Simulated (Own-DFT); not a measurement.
## Calculated data, W31C32 (WC crystal with one vacancy, atoms displaced)

Computed with Own-DFT development build. A calculation, not a measurement: plane-wave density functional theory by an unreviewed code, no spin, of a simulated periodic cell, stress positive in tension, run twice, with PBE and with PBEsol, both on files made for PBE, so the change isn't that of files made for PBEsol, forces on such cells moved up to 12 meV/angstrom on a denser k mesh; the far tail of each file's local potential was reset to the Coulomb form; each entry is a single point on an unrelaxed cell, so the pressure reflects the starting lattice, taken from the Materials Project, from which strain is counted, and rises with the displacements; printed positions are rounded, which can move forces by about a meV/angstrom; the program, named Own-DFT, is a retired in-house code; no spin-orbit coupling; stress was not checked against mesh or cutoff.

Entry: W31C32 (WC crystal with one vacancy, atoms displaced)

```
cell vectors (Å)
   5.8332    -5.0517    -2.8394
   0.0000    -5.0517     8.5183
  -5.8332    -5.0517    -2.8394
atoms (fractions of the cell vectors)
W   0.70422  0.89480  0.92295
C   0.67262  0.97680  0.68516
W   0.37664  0.74589  0.87885
C   0.37813  0.82633  0.63075
W   0.17527  0.37174  0.91185
C   0.18916  0.46393  0.69279
W   0.05719  0.61815  0.82219
C   0.04688  0.69423  0.56338
W   0.94459  0.86883  0.68028
C   0.93561  0.96597  0.45513
W   0.88463  0.25671  0.86803
C   0.88239  0.33125  0.61747
W   0.76546  0.49496  0.74010
C   0.74373  0.59028  0.49670
W   0.62694  0.74275  0.62567
C   0.60848  0.83412  0.38404
W   0.55536  0.12409  0.79659
C   0.57536  0.21465  0.54898
W   0.42470  0.37119  0.70290
C   0.45106  0.46445  0.43474
W   0.33288  0.61459  0.56560
C   0.30659  0.71672  0.31129
W   0.19408  0.86493  0.42150
C   0.17346  0.95737  0.18167
W   0.25504  0.01365  0.74981
C   0.25513  0.08128  0.49005
W   0.11362  0.25529  0.62121
C   0.11751  0.32932  0.36295
W   0.02011  0.50261  0.48829
C   0.00644  0.58777  0.23671
W   0.87322  0.75116  0.38231
C   0.86277  0.83151  0.13968
W   0.81547  0.13442  0.55857
C   0.81622  0.19052  0.30290
W   0.67807  0.38135  0.45532
C   0.67751  0.45105  0.18567
W   0.55134  0.62149  0.31871
C   0.55967  0.70677  0.04716
W   0.44455  0.87078  0.18022
C   0.42719  0.96686  0.95110
W   0.49791  0.01146  0.51445
C   0.49078  0.09762  0.23907
W   0.39011  0.25800  0.39275
C   0.38862  0.34080  0.11507
W   0.27596  0.50357  0.25448
C   0.23783  0.57775  0.00793
W   0.11733  0.76710  0.13746
C   0.12656  0.83673  0.87400
W   0.05465  0.11648  0.31902
C   0.06089  0.20768  0.05621
C   0.94023  0.45465  0.93497
W   0.82145  0.62566  0.06490
C   0.82361  0.70464  0.80677
W   0.76199  0.00502  0.25336
C   0.72631  0.08821  0.99594
W   0.61891  0.25074  0.13967
C   0.63865  0.32997  0.86504
W   0.50889  0.49098  0.00030
C   0.50943  0.57958  0.75379
W   0.30984  0.11918  0.07053
C   0.31754  0.20479  0.81838
W   0.01894  0.98710  0.99227
C   0.02011  0.08346  0.76341
```

- functional: PBE, then PBEsol
- potential files: PseudoDojo norm-conserving, scalar-relativistic, standard set
- wave cutoff: 50 hartree
- occupations: cold (Marzari-Vanderbilt)
- smearing width: 0.2 eV
- k mesh: 4 x 4 x 4 centred on Gamma
- PBE pressure: 11.97 GPa
- PBE stress xx: -10.32 GPa
- PBE stress yy: -13.33 GPa
- PBE stress zz: -12.26 GPa
- PBE stress yz: 0.46 GPa
- PBE stress xz: 1.7 GPa
- PBE stress xy: 0.54 GPa
- PBEsol pressure: 4.11 GPa
- PBEsol stress xx: -2.62 GPa
- PBEsol stress yy: -5.55 GPa
- PBEsol stress zz: -4.16 GPa
- PBEsol stress yz: 0.46 GPa
- PBEsol stress xz: 1.7 GPa
- PBEsol stress xy: 0.56 GPa
- rms change of force components from PBE to PBEsol: 0.044 eV/Å

Force:
```
force element  PBE force x (eV/Å)  PBE force y (eV/Å)  PBE force z (eV/Å)  PBEsol force x (eV/Å)  PBEsol force y (eV/Å)  PBEsol force z (eV/Å)
            W              -3.536               2.422              -4.086                 -3.497                   2.39                 -4.017
            C               2.476               0.026              -3.655                  2.429                  0.024                 -3.599
            W               0.269               0.716               1.178                  0.286                  0.702                  1.156
            C               0.154              -0.185               0.695                  0.171                 -0.188                  0.674
            W              -3.299              -6.144              -3.862                  -3.21                 -6.064                 -3.791
            C               1.146               1.635               0.714                  1.133                   1.62                  0.699
            W               2.588              -1.138               1.862                  2.558                 -1.095                  1.815
            C               1.531              -2.979               0.991                  1.494                 -2.926                  0.996
            W               -1.51              -1.946               0.681                 -1.509                 -1.926                  0.652
            C               1.639               1.863              -0.762                  1.631                  1.849                 -0.744
            W              -2.831               0.699               -2.75                 -2.746                  0.698                 -2.677
            C              -0.621              -0.333               1.862                 -0.634                 -0.342                   1.83
            W               -3.15              -0.683               1.669                 -3.114                 -0.675                  1.644
            C               0.571              -0.128              -1.679                  0.529                 -0.136                 -1.646
            W               -0.71              -1.712               2.241                 -0.695                 -1.668                  2.201
            C               1.365              -1.039               0.106                  1.345                 -1.019                  0.096
            W               -2.57              -5.689               0.126                 -2.539                 -5.591                  0.117
            C              -2.631              -0.508              -1.203                 -2.601                 -0.489                  -1.19
            W               4.622              -1.488               0.272                  4.573                 -1.466                   0.28
            C              -2.514               0.659              -1.745                 -2.474                  0.649                 -1.718
            W              -3.585                0.63               4.295                 -3.503                  0.628                  4.231
            C               1.864               0.245              -2.599                   1.85                  0.234                 -2.567
            W              -4.829              -4.591               1.488                 -4.754                 -4.507                  1.505
            C               0.294               -3.69              -0.313                  0.287                 -3.638                  -0.31
            W               0.312               3.093              -3.998                  0.292                  3.027                 -3.962
            C               -1.45              -0.536               0.498                 -1.438                 -0.541                  0.493
            W               3.483              -0.603              -2.757                  3.399                 -0.611                  -2.73
            C               0.384              -2.542              -0.854                  0.355                 -2.575                 -0.907
            W              -1.284               3.434              -0.032                  -1.33                  3.355                 -0.047
            C              -1.404              -1.777               0.237                 -1.382                  -1.81                  0.296
            W               0.835               1.176               0.322                  0.844                  1.134                  0.306
            C               2.219               0.083               0.494                  2.204                  0.065                  0.471
            W              -0.497               0.787              -2.343                 -0.476                  0.784                 -2.289
            C              -1.996              -2.222                1.94                 -2.026                 -2.179                  1.847
            W                6.08               0.528              -0.006                  5.953                  0.533                 -0.009
            C              -0.689              -2.077               0.948                 -0.753                 -2.005                  0.992
            W               5.147              -2.316               1.829                  5.029                 -2.288                  1.778
            C               -0.38              -2.016              -0.747                 -0.394                  -1.98                 -0.728
            W              -1.412              -1.297               0.632                 -1.431                 -1.257                  0.633
            C               2.693                1.44              -0.931                  2.656                   1.42                 -0.916
            W               3.418               5.184              -1.467                  3.348                  5.089                  -1.44
            C              -1.086              -1.371              -3.548                 -1.067                 -1.362                 -3.496
            W              -0.231               6.181               2.176                 -0.182                  6.087                  2.134
            C              -2.518               1.181              -0.999                  -2.47                  1.127                 -0.989
            W              -2.909                5.83               1.882                 -2.846                  5.712                  1.851
            C               1.302              -0.951              -0.218                    1.3                 -0.939                  -0.21
            W                2.99                5.03              -6.305                  2.959                  4.949                 -6.227
            C               1.295               0.584              -1.554                  1.268                  0.567                 -1.524
            W               3.623              -1.912               3.231                  3.565                 -1.871                   3.12
            C               0.805                0.51               -1.27                  0.856                  0.542                 -1.305
            C               0.399               0.507               1.422                  0.471                  0.534                  1.468
            W              -1.393               1.799              -1.038                 -1.347                  1.768                 -0.957
            C              -1.321               0.036               0.561                 -1.284                  0.037                  0.546
            W              -2.589               4.926              -0.764                 -2.544                  4.859                 -0.742
            C                1.21              -2.191               0.077                   1.17                 -2.139                  0.073
            W               4.243               0.031              -0.156                  4.185                  0.078                 -0.148
            C              -1.469                0.19               0.375                 -1.449                  0.201                  0.381
            W               0.727              -0.435               2.743                  0.708                 -0.428                    2.7
            C              -0.227               0.273               0.137                  -0.22                  0.283                  0.149
            W               0.163              -0.278               4.203                  0.187                 -0.243                  4.141
            C              -0.661               0.488               1.132                 -0.647                  0.493                   1.12
            W              -4.475               0.393               6.726                 -4.419                  0.376                  6.625
            C              -0.072               2.196               1.896                 -0.054                  2.142                  1.868
```
